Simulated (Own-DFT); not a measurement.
# Cleaving wurtzite AlN, m plane (10-10)

Everything here is calculated. The program is Own-DFT (plane waves, in-house, since retired, never reviewed by a person); positions were held fixed, and spin and spin-orbit coupling were off.

Known weak points (not all hold for every row): some atoms lie very close together; forces not confirmed at this smearing and k mesh; k mesh not checked against a denser one.

Both sets of runs: PBE; PseudoDojo norm-conserving scalar-relativistic files; cutoff 42 hartree; Gaussian smearing of 0.01 eV. The slab has 128 atoms in 16 layers, two equal faces of 62.02 Å² as cut, 15 Å of vacuum, a dipole correction along the normal and a 6 x 3 x 1 mesh. The bulk cell has 72 atoms, the same measured lattice constants and a 4 x 4 x 3 mesh. All atoms were moved at random; u is the rms move along one axis. Energies are counted from -174.06 eV for each atom.

```
slab run,u (Å),E (eV, cell)
1,0.0195,20.535
2,0.0195,20.861
3,0.0196,20.452
4,0.0197,20.680
5,0.0204,20.371
6,0.0206,20.811
7,0.0210,20.596
8,0.0499,29.065
9,0.0501,28.277
10,0.0501,29.613
11,0.1005,59.038
12,0.1007,61.448
```

```
bulk run   u (Å)  E (meV/atom)
       1  0.0195         -1.90
       2  0.0196         -2.02
       3  0.0200         -2.45
       4  0.0204         -1.47
       5  0.0213         -0.29
       6  0.0970        302.75
       7  0.0991        316.77
       8  0.1021        331.01
       9  0.1064        384.11
      10  0.1087        389.70
```

Q: what is the energy of the unrelaxed surface?

## Solution

Take each set to u = 0 with E = a + b u². Rows are weighted down as u grows, with residuals divided by u² + 0.0006 Å². Slab: a = 19.00 ± 0.09 eV. Bulk: a = -15.5 ± 0.3 meV/atom. The excess is 19.00 - 128 x (-0.0155) = 20.98 ± 0.10 eV. Over two faces that is 169 meV/Å², or 2.71 ± 0.01 J/m². Relaxing the faces would lower the energy, and the unlike meshes and the reach from the smallest u down to zero add errors that aren't counted here.
